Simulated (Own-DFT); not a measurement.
# A change of arrangement and its cost: As32Ga32, 64 atoms

These are calculations, not measurements. They come from Own-DFT, an in-house plane-wave density functional program, since retired, whose code no person has reviewed. Each row is one single-point run on a periodic cell that was not relaxed, without spin or spin-orbit coupling.

Settings of every run: PBE; PseudoDojo norm-conserving scalar-relativistic files; cutoff 42 hartree; 3 x 3 x 3 k mesh centred on Gamma; Fermi-Dirac smearing of 0.1 eV.

Known limits, some of them of some rows only: not probed for a lower state with spin; forces on such cells failed a check on a denser k mesh; forces not confirmed at this smearing and k mesh; stress not checked against mesh or cutoff.

All cells hold the same atoms in the same cell, with vectors in Å (11.307, 0.000, 0.000); (0.000, 11.307, 0.000); (0.000, 0.000, 11.307). Every atom was moved at random from its ideal site; u is the rms move along one axis. The defect's site can differ from row to row. E is the free energy of the cell above the lowest run. The arrangements:

- A: zincblende GaAs
- B: zincblende GaAs, with one As on a Ga site and one Ga on an As site, 2.4 Å apart

```
arrangement   u (Å)  E (eV)  P (GPa)
          A  0.0200   0.000     3.51
          A  0.0205   0.009     3.51
          A  0.0206   0.074     3.53
          A  0.0511   2.205     3.97
          A  0.0516   2.421     4.04
          A  0.0518   2.313     3.99
          B  0.0276   3.036     3.92
          B  0.0286   2.955     3.90
          B  0.0291   2.963     3.89
          B  0.0473   4.271     4.24
          B  0.0493   4.696     4.27
          B  0.0550   5.506     4.49
```

Question: once the cost of the random moves is taken out, how do the arrangements rank?

## Worked answer

Fit E = a + b u², with one b for all and one a for each arrangement, and with residuals divided by u², since the noise grows with the moves. Then b = 1025 eV/Å², the scatter at u = 0.04 Å is 0.12 eV, and against A:

- B: 2.56 ± 0.04 eV (higher)

These are energies of unrelaxed cells. Relaxing the atoms lowers the strained arrangements most, so the gaps would shrink and small ones could change sign.
